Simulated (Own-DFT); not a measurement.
# Computed records: SiC (2H silicon carbide, atoms displaced)

All values are calculated (Own-DFT development build). A calculation, not a measurement: plane-wave PBE density functional theory by an unreviewed code, no spin, of a simulated periodic cell, stress positive in tension, free energy of the whole cell less one offset for each atom, forces on such cells passed a denser k mesh, this cell's mesh not checked; offsets are fitted by least squares, one for each functional and potential file, so energies compare only between cells with the same atoms and settings and are not formation energies; the far tail of each file's local potential was reset to the Coulomb form; each entry is a single point on an unrelaxed cell, so the pressure reflects the starting lattice, mostly measured values (interpolated for alloys), from which strain is counted, and rises with the displacements; printed positions are rounded, which can move forces by about a meV/angstrom; the program, named Own-DFT, is a retired in-house code; no spin-orbit coupling.

Settings shared by all entries: functional PBE; potential files PseudoDojo norm-conserving, scalar-relativistic, standard set; wave cutoff 42 hartree; occupations Fermi-Dirac; smearing width 0.1 eV; hardware one NVIDIA H100; k mesh 4 x 4 x 3 centred on Gamma.

(1) 
```cif
# cell vector a (Å): 9.2481 0.0000 0.0000
# cell vector b (Å): -4.6241 8.0091 0.0000
# cell vector c (Å): 0.0000 0.0000 10.0681
data_SiC
_symmetry_space_group_name_H-M 'P 1'
_symmetry_Int_Tables_number 1
_cell_length_a 9.2481
_cell_length_b 9.2481
_cell_length_c 10.0681
_cell_angle_alpha 90.000
_cell_angle_beta 90.000
_cell_angle_gamma 120.000
_cell_volume 745.73
loop_
_atom_site_label
_atom_site_type_symbol
_atom_site_fract_x
_atom_site_fract_y
_atom_site_fract_z
_atom_site_occupancy
Si1 Si 0.00385 0.99712 0.99964 1
Si2 Si 0.11475 0.21948 0.24826 1
C1 C 0.99681 0.00002 0.18265 1
C2 C 0.10915 0.22155 0.43415 1
Si3 Si 0.00164 0.99167 0.49497 1
Si4 Si 0.11606 0.22710 0.75227 1
C3 C 0.99992 0.99959 0.68722 1
C4 C 0.11058 0.22027 0.93589 1
Si5 Si 0.99822 0.32800 0.99878 1
Si6 Si 0.10889 0.55549 0.25056 1
C5 C 0.00489 0.33263 0.18920 1
C6 C 0.11530 0.55443 0.43901 1
Si7 Si 0.00623 0.33828 0.50232 1
Si8 Si 0.11072 0.55547 0.75484 1
C7 C 0.00167 0.33518 0.68921 1
C8 C 0.10791 0.55856 0.94137 1
Si9 Si 0.00094 0.66965 0.99783 1
Si10 Si 0.11685 0.88898 0.25501 1
C9 C 0.00308 0.66710 0.18422 1
C10 C 0.11687 0.89050 0.43758 1
Si11 Si 0.99537 0.66573 0.49683 1
Si12 Si 0.10732 0.88457 0.74563 1
C11 C 0.00405 0.66303 0.68708 1
C12 C 0.11762 0.89586 0.93568 1
Si13 Si 0.33051 0.99840 0.00419 1
Si14 Si 0.44768 0.22419 0.24681 1
C13 C 0.33638 0.00236 0.18612 1
C14 C 0.44070 0.21778 0.43736 1
Si15 Si 0.33203 0.99875 0.49699 1
Si16 Si 0.44610 0.21859 0.74889 1
C15 C 0.33102 0.99910 0.69266 1
C16 C 0.44500 0.22611 0.93062 1
Si17 Si 0.33732 0.33277 0.00018 1
Si18 Si 0.44292 0.55610 0.25031 1
C17 C 0.33461 0.33473 0.18300 1
C18 C 0.44321 0.55441 0.43993 1
Si19 Si 0.33477 0.33491 0.49853 1
Si20 Si 0.44456 0.56115 0.75112 1
C19 C 0.33395 0.33207 0.68766 1
C20 C 0.44150 0.55798 0.93684 1
Si21 Si 0.33399 0.66125 0.00058 1
Si22 Si 0.44444 0.88895 0.24949 1
C21 C 0.33581 0.66823 0.18842 1
C22 C 0.44267 0.88303 0.43286 1
Si23 Si 0.33035 0.66160 0.50092 1
Si24 Si 0.44330 0.88918 0.74678 1
C23 C 0.33310 0.67327 0.68894 1
C24 C 0.44753 0.89458 0.93929 1
Si25 Si 0.66775 0.99461 0.99817 1
Si26 Si 0.77354 0.21615 0.24851 1
C25 C 0.67026 0.99427 0.18836 1
C26 C 0.77655 0.21798 0.43526 1
Si27 Si 0.66988 0.00227 0.49847 1
Si28 Si 0.78551 0.22064 0.75310 1
C27 C 0.66479 0.00321 0.69148 1
C28 C 0.77903 0.22086 0.93859 1
Si29 Si 0.66829 0.33477 0.00244 1
Si30 Si 0.78401 0.55983 0.24552 1
C29 C 0.66772 0.33135 0.18950 1
C30 C 0.77220 0.55442 0.44272 1
Si31 Si 0.67018 0.33513 0.50010 1
Si32 Si 0.78324 0.55428 0.74652 1
C31 C 0.66222 0.33203 0.68321 1
C32 C 0.76943 0.54824 0.94354 1
Si33 Si 0.66676 0.66625 0.00056 1
Si34 Si 0.77854 0.89583 0.25229 1
C33 C 0.66806 0.66407 0.18982 1
C34 C 0.77477 0.88915 0.43083 1
Si35 Si 0.66281 0.66884 0.50357 1
Si36 Si 0.78428 0.88738 0.75069 1
C35 C 0.66928 0.66815 0.68832 1
C36 C 0.78505 0.89298 0.93561 1
_calc_free_energy_of_cell_above_offsets '-10.384'  # eV
_calc_pressure 3.8  # GPa
_calc_stress_xx -3.01  # GPa
_calc_stress_yy -2.39  # GPa
_calc_stress_zz -6  # GPa
_calc_stress_yz -0.05  # GPa
_calc_stress_xz 0.3  # GPa
_calc_stress_xy 0.34  # GPa
_calc_wall_time 377.5  # s
```

Force:
```tsv
element	x (eV/Å)	y (eV/Å)	z (eV/Å)
Si	-0.699	0.782	-0.442
Si	-0.764	0.378	-0.237
C	1.308	-0.356	1.528
C	0.829	-0.349	0.779
Si	-1.725	1.762	0.741
Si	0.113	-0.856	-0.806
C	0.454	0.177	-0.73
C	0.441	0.31	0.667
Si	0.098	0.844	0.743
Si	1.144	-0.495	-0.385
C	-0.91	-0.174	-0.35
C	-1.613	0.362	-0.36
Si	-0.649	-1.489	-0.776
Si	0.555	0.122	-0.306
C	0.587	0.126	0.033
C	1.015	-0.855	-0.426
Si	-0.535	0.065	0.055
Si	-1.063	0.185	-1.949
C	-0.05	0.565	0.976
C	-0.616	-1.231	0.017
Si	1.09	-0.47	0.538
Si	0.458	0.824	0.773
C	-0.945	0.436	-0.243
C	-0.471	-1.626	-0.066
Si	1.019	0.96	-1.669
Si	-0.487	0.032	0.729
C	-0.177	-0.171	0.886
C	0.437	0.878	-0.418
Si	1.413	0.182	1.187
Si	-0.789	0.698	-0.47
C	0.052	-0.339	-1.707
C	0.78	-0.689	2.089
Si	-0.875	0.237	-1.157
Si	0.666	-0.002	0.016
C	0.457	-0.149	1.045
C	0.004	0.055	-0.309
Si	-0.197	-0.944	0.33
Si	0.461	-0.78	-0.495
C	-0.003	0.766	-0.051
C	1.224	-0.553	0.159
Si	-1.413	1.686	0.172
Si	0.637	-0.17	-0.549
C	-0.534	-0.349	-0.064
C	-0.15	0.648	1.298
Si	0.281	1.099	-0.022
Si	-0.024	0.836	1.307
C	0.427	-1.343	-0.23
C	-0.01	-1.323	-0.18
Si	-0.312	0.74	0.208
Si	1.197	0.647	0.01
C	-2.041	0.938	-0.837
C	0.117	1.292	0.531
Si	-0.665	-0.485	0.607
Si	-1.936	0.326	-0.57
C	1.382	-0.809	-0.997
C	-0.264	-0.041	0.327
Si	-0.137	-1.43	-0.54
Si	-0.658	-0.782	1.104
C	0.122	0.415	-0.255
C	0.629	0.724	-1.367
Si	-0.502	-1.193	-0.548
Si	-1.263	-0.598	0.757
C	1.641	0.058	1.14
C	1.162	1.758	-1.532
Si	-0.379	0.35	0.073
Si	1.479	-1.909	-1.32
C	-0.621	0.804	-0.267
C	0.983	-0.253	2.231
Si	0.448	-0.046	-0.888
Si	-1.5	0.495	-0.362
C	-0.055	-0.096	0.383
C	-0.082	-1.207	0.438
```

(2) 
```cif
# cell vector a (Å): 9.2481 0.0000 0.0000
# cell vector b (Å): -4.6241 8.0091 0.0000
# cell vector c (Å): 0.0000 0.0000 10.0681
data_SiC
_symmetry_space_group_name_H-M 'P 1'
_symmetry_Int_Tables_number 1
_cell_length_a 9.2481
_cell_length_b 9.2481
_cell_length_c 10.0681
_cell_angle_alpha 90.000
_cell_angle_beta 90.000
_cell_angle_gamma 120.000
_cell_volume 745.73
loop_
_atom_site_label
_atom_site_type_symbol
_atom_site_fract_x
_atom_site_fract_y
_atom_site_fract_z
_atom_site_occupancy
Si1 Si 0.00211 0.00272 0.00479 1
Si2 Si 0.11104 0.22242 0.25077 1
C1 C 0.00568 0.00228 0.18926 1
C2 C 0.10963 0.22074 0.44333 1
Si3 Si 0.99676 0.00286 0.49827 1
Si4 Si 0.11310 0.22631 0.75025 1
C3 C 0.00034 0.00014 0.68252 1
C4 C 0.12031 0.23065 0.93278 1
Si5 Si 0.00013 0.32844 0.99860 1
Si6 Si 0.11160 0.55391 0.24966 1
C5 C 0.99253 0.32966 0.19148 1
C6 C 0.10703 0.55392 0.43723 1
Si7 Si 0.00005 0.33412 0.50011 1
Si8 Si 0.11207 0.55893 0.74547 1
C7 C 0.01127 0.33155 0.68377 1
C8 C 0.10909 0.55591 0.93894 1
Si9 Si 0.99317 0.66493 0.00223 1
Si10 Si 0.11298 0.88998 0.25496 1
C9 C 0.99939 0.66923 0.18936 1
C10 C 0.10876 0.88971 0.43807 1
Si11 Si 0.00206 0.67224 0.50067 1
Si12 Si 0.10832 0.87969 0.75028 1
C11 C 0.99703 0.66541 0.68442 1
C12 C 0.11323 0.88820 0.93341 1
Si13 Si 0.32788 0.99780 0.00004 1
Si14 Si 0.44608 0.22511 0.25045 1
C13 C 0.33396 0.00146 0.19016 1
C14 C 0.44278 0.22474 0.43231 1
Si15 Si 0.33727 0.00694 0.50029 1
Si16 Si 0.43654 0.21966 0.75009 1
C15 C 0.33815 0.00271 0.68809 1
C16 C 0.44609 0.22461 0.93693 1
Si17 Si 0.33216 0.33241 0.99647 1
Si18 Si 0.44396 0.55865 0.25326 1
C17 C 0.33228 0.32944 0.18461 1
C18 C 0.44238 0.55404 0.44535 1
Si19 Si 0.33623 0.33192 0.49971 1
Si20 Si 0.44239 0.55836 0.74774 1
C19 C 0.33138 0.32773 0.68461 1
C20 C 0.43983 0.55459 0.93729 1
Si21 Si 0.33089 0.66844 0.00011 1
Si22 Si 0.44468 0.88647 0.25236 1
C21 C 0.33708 0.67220 0.18460 1
C22 C 0.44673 0.89200 0.43773 1
Si23 Si 0.32768 0.66617 0.50337 1
Si24 Si 0.44609 0.89278 0.75338 1
C23 C 0.33417 0.67271 0.68665 1
C24 C 0.44441 0.88981 0.93978 1
Si25 Si 0.66637 0.99735 0.99550 1
Si26 Si 0.77537 0.22039 0.24771 1
C25 C 0.66117 0.99553 0.19173 1
C26 C 0.77935 0.22256 0.43919 1
Si27 Si 0.66723 0.00009 0.49410 1
Si28 Si 0.78022 0.22488 0.75037 1
C27 C 0.66014 0.99985 0.69325 1
C28 C 0.77035 0.22117 0.93706 1
Si29 Si 0.67096 0.33774 0.99997 1
Si30 Si 0.77404 0.55471 0.25422 1
C29 C 0.66640 0.32971 0.18266 1
C30 C 0.77887 0.55558 0.43977 1
Si31 Si 0.67010 0.33507 0.49661 1
Si32 Si 0.78330 0.56416 0.75161 1
C31 C 0.66232 0.32868 0.69229 1
C32 C 0.77888 0.55433 0.93839 1
Si33 Si 0.66873 0.66587 0.00432 1
Si34 Si 0.77762 0.88368 0.24791 1
C33 C 0.65811 0.66235 0.18876 1
C34 C 0.77614 0.88714 0.44045 1
Si35 Si 0.66405 0.66358 0.49843 1
Si36 Si 0.77748 0.88720 0.74895 1
C35 C 0.66706 0.66236 0.68483 1
C36 C 0.78389 0.88744 0.93363 1
_calc_free_energy_of_cell_above_offsets '-10.511'  # eV
_calc_pressure 3.73  # GPa
_calc_stress_xx -2.94  # GPa
_calc_stress_yy -2.24  # GPa
_calc_stress_zz -6.01  # GPa
_calc_stress_yz 0.22  # GPa
_calc_stress_xz -0.24  # GPa
_calc_stress_xy -0.08  # GPa
_calc_wall_time 360.2  # s
```

Force:
```tsv
element	x (eV/Å)	y (eV/Å)	z (eV/Å)
Si	0.668	0.038	-1.675
Si	0	0.248	0.526
C	-0.895	-0.586	0.117
C	0.221	0.773	-1.587
Si	0.692	-0.67	0.455
Si	1.225	-1.602	-0.882
C	0.065	-0.245	1.447
C	-1.266	-1.729	1.115
Si	-0.966	0.846	0.158
Si	-0.488	0.443	-0.331
C	1.49	0.379	-1.001
C	0.276	0.535	0.247
Si	0.325	-0.284	-0.275
Si	0.302	-0.83	0.969
C	-2.838	1.176	0.748
C	-0.307	-0.224	-0.336
Si	1.454	0.569	-0.077
Si	0.353	-0.033	-0.92
C	-0.155	-0.413	0.263
C	0.411	0.582	0.584
Si	-0.106	-0.655	-0.747
Si	-0.321	2.232	-0.954
C	0.698	-0.149	0.44
C	-1.014	-0.358	1.199
Si	1.047	0.839	0.328
Si	-0.015	-0.651	-1.288
C	0.044	-0.329	-0.143
C	1.088	0.156	1.025
Si	-0.12	-0.863	-0.112
Si	1.458	0.454	0.372
C	-1.073	-0.845	-0.116
C	-0.24	-0.41	0.351
Si	0.943	0.708	0.515
Si	-0.718	-1.194	-0.236
C	-0.591	1.068	0.654
C	-0.45	0.293	-1.328
Si	-1.056	-0.119	0.182
Si	0.705	-0.757	0.158
C	-0.38	1.281	0.497
C	0.738	0.667	-0.005
Si	0.332	-0.234	-0.521
Si	-0.942	0.672	-0.394
C	-0.422	-1.304	1.108
C	-0.597	-0.674	0.209
Si	0.615	0.551	-0.815
Si	-0.38	-0.192	-0.234
C	-0.03	-0.329	0.569
C	-0.286	-0.222	-0.139
Si	-0.11	0.137	0.873
Si	-0.225	-0.476	0.569
C	1.337	0.37	-1.126
C	-0.217	0.047	-0.65
Si	-0.288	-0.031	1.751
Si	-0.056	-0.357	-0.393
C	1.868	0.233	-1.27
C	1.964	-0.003	0.236
Si	-0.896	-1.076	-0.637
Si	0.718	-0.258	-0.951
C	-0.433	0.928	1.483
C	-0.232	0.223	-0.305
Si	-0.581	-0.555	1.45
Si	-0.654	-2.332	-0.405
C	0.252	1.342	-1.039
C	-0.674	0.67	0.054
Si	-0.932	-0.244	-1.383
Si	-0.553	0.965	0.613
C	1.41	0.384	0.351
C	0.091	-0.263	-1.077
Si	0.285	0.427	0.602
Si	-0.052	0.346	-0.935
C	-0.817	0.779	0.625
C	-0.697	0.132	1.444
```

(3) 
```cif
# cell vector a (Å): 9.2481 0.0000 0.0000
# cell vector b (Å): -4.6241 8.0091 0.0000
# cell vector c (Å): 0.0000 0.0000 10.0681
data_SiC
_symmetry_space_group_name_H-M 'P 1'
_symmetry_Int_Tables_number 1
_cell_length_a 9.2481
_cell_length_b 9.2481
_cell_length_c 10.0681
_cell_angle_alpha 90.000
_cell_angle_beta 90.000
_cell_angle_gamma 120.000
_cell_volume 745.73
loop_
_atom_site_label
_atom_site_type_symbol
_atom_site_fract_x
_atom_site_fract_y
_atom_site_fract_z
_atom_site_occupancy
Si1 Si 0.98998 0.99605 0.00108 1
Si2 Si 0.11408 0.22548 0.25280 1
C1 C 0.99956 0.00049 0.18573 1
C2 C 0.09919 0.21905 0.43794 1
Si3 Si 0.00364 0.99795 0.49732 1
Si4 Si 0.10273 0.22418 0.75373 1
C3 C 0.99276 0.99699 0.68435 1
C4 C 0.10840 0.22051 0.93122 1
Si5 Si 0.99890 0.33521 0.00036 1
Si6 Si 0.09966 0.54560 0.24564 1
C5 C 0.00187 0.32883 0.18720 1
C6 C 0.10534 0.54835 0.44064 1
Si7 Si 0.00119 0.33660 0.50320 1
Si8 Si 0.11045 0.55577 0.74345 1
C7 C 0.00174 0.33391 0.68788 1
C8 C 0.11151 0.55534 0.93850 1
Si9 Si 0.00043 0.66397 0.00986 1
Si10 Si 0.10680 0.89009 0.24596 1
C9 C 0.99809 0.66604 0.18981 1
C10 C 0.11212 0.88662 0.44042 1
Si11 Si 0.99832 0.66245 0.50262 1
Si12 Si 0.11928 0.89536 0.75216 1
C11 C 0.99861 0.66915 0.69354 1
C12 C 0.10978 0.88608 0.93734 1
Si13 Si 0.32310 0.99594 0.00297 1
Si14 Si 0.44219 0.22036 0.24884 1
C13 C 0.32908 0.99528 0.19368 1
C14 C 0.44212 0.21778 0.43726 1
Si15 Si 0.33249 0.99803 0.50124 1
Si16 Si 0.44263 0.21461 0.75529 1
C15 C 0.33621 0.99663 0.68896 1
C16 C 0.43952 0.21884 0.94118 1
Si17 Si 0.33753 0.33473 0.00204 1
Si18 Si 0.44772 0.55749 0.25046 1
C17 C 0.33223 0.32913 0.19160 1
C18 C 0.43999 0.55772 0.44442 1
Si19 Si 0.32836 0.33171 0.49532 1
Si20 Si 0.44922 0.55883 0.74631 1
C19 C 0.33207 0.33346 0.68891 1
C20 C 0.45036 0.55703 0.93646 1
Si21 Si 0.33597 0.66824 0.00142 1
Si22 Si 0.43686 0.88352 0.25111 1
C21 C 0.33652 0.67040 0.18739 1
C22 C 0.44275 0.88512 0.43878 1
Si23 Si 0.33206 0.66732 0.50257 1
Si24 Si 0.44483 0.88292 0.75279 1
C23 C 0.33940 0.67270 0.68548 1
C24 C 0.44889 0.89060 0.93443 1
Si25 Si 0.66405 0.99708 0.99679 1
Si26 Si 0.78027 0.22617 0.24812 1
C25 C 0.66948 0.00012 0.18402 1
C26 C 0.78049 0.22091 0.43839 1
Si27 Si 0.66619 0.99763 0.50166 1
Si28 Si 0.77582 0.22326 0.75598 1
C27 C 0.66908 0.99321 0.69111 1
C28 C 0.77667 0.21783 0.94090 1
Si29 Si 0.67574 0.33226 0.00435 1
Si30 Si 0.77963 0.55457 0.24625 1
C29 C 0.66513 0.33144 0.19072 1
C30 C 0.77835 0.55859 0.43503 1
Si31 Si 0.66231 0.33409 0.49968 1
Si32 Si 0.77878 0.55694 0.75435 1
C31 C 0.66753 0.33424 0.68904 1
C32 C 0.77373 0.55704 0.93856 1
Si33 Si 0.66307 0.65903 0.00139 1
Si34 Si 0.77490 0.88866 0.25320 1
C33 C 0.66210 0.66146 0.18551 1
C34 C 0.77974 0.89162 0.43615 1
Si35 Si 0.66750 0.66594 0.50089 1
Si36 Si 0.78274 0.89401 0.74684 1
C35 C 0.66259 0.66281 0.68781 1
C36 C 0.77941 0.88931 0.93435 1
_calc_free_energy_of_cell_above_offsets '-10.133'  # eV
_calc_pressure 3.92  # GPa
_calc_stress_xx -3.29  # GPa
_calc_stress_yy -2.38  # GPa
_calc_stress_zz -6.07  # GPa
_calc_stress_yz 0.09  # GPa
_calc_stress_xz -0.12  # GPa
_calc_stress_xy 0.3  # GPa
_calc_wall_time 363.3  # s
```

Force:
```tsv
element	x (eV/Å)	y (eV/Å)	z (eV/Å)
Si	1.47	0.86	-0.83
Si	-0.255	-1.148	-0.248
C	-0.501	0.07	0.673
C	1.865	0.358	-0.12
Si	-1.101	0.077	0.514
Si	2.22	-0.608	-1.844
C	2.027	1.117	0.325
C	0.029	0.221	2.835
Si	1.182	-0.62	-0.57
Si	1.701	1.491	1.301
C	-0.851	0.457	-0.416
C	0.257	1.41	-0.814
Si	-0.648	-1.478	-0.195
Si	0.328	0.479	1.398
C	-1.365	0.272	0.321
C	-0.063	0.173	-0.054
Si	-0.476	0.363	-2.957
Si	0.569	-0.18	1.473
C	0.237	-0.097	0.362
C	-0.146	-0.241	-0.828
Si	-0.435	0.483	0.059
Si	-1.397	-0.863	-0.448
C	0.497	0	-0.918
C	-0.81	-0.138	0.944
Si	1.628	0.413	-0.115
Si	0.443	-0.498	0.625
C	-0.196	0.414	-1.157
C	-0.507	0.555	-0.063
Si	0.358	-0.069	-0.133
Si	-0.686	1.432	-0.861
C	0.047	0.236	-0.007
C	1.298	0.023	0.494
Si	-1.129	-0.274	-0.789
Si	-0.89	-0.438	0.697
C	-0.205	1.011	-0.486
C	1.125	-0.437	-1.566
Si	0.102	-0.201	1.354
Si	-0.767	-1.211	0.551
C	-0.071	-0.665	-0.199
C	-1.285	-0.433	0.168
Si	0.24	-0.193	-0.709
Si	1.321	1.132	0.143
C	-0.708	-1.605	0.214
C	-0.111	0.489	-0.01
Si	-0.339	-0.114	-0.665
Si	0.076	1.176	-0.705
C	-0.703	-1.499	0.715
C	-1.407	-0.484	1.247
Si	0.812	-0.273	0.614
Si	0.255	-1.59	0.865
C	-1.109	-0.033	0.698
C	-1.083	0.324	0.081
Si	0.034	0.419	-0.132
Si	0.498	-0.429	-1.494
C	-1.63	1.575	-0.5
C	0.111	0.741	-0.136
Si	-2.309	-0.008	-0.77
Si	-1.255	-0.021	0.955
C	0.354	0.281	-0.442
C	0.073	-0.631	0.238
Si	1.077	-0.225	-0.017
Si	-0.515	-0.165	-0.698
C	-0.2	-0.264	0.376
C	1.883	-0.938	0.939
Si	-0.303	1.787	-0.535
Si	0.271	-0.12	-1.109
C	0.84	0.783	0.754
C	0.096	-0.868	0.643
Si	-0.483	0.34	-0.117
Si	0.027	-2.083	0.74
C	1.365	1.134	-0.099
C	-0.778	-0.951	0.44
```
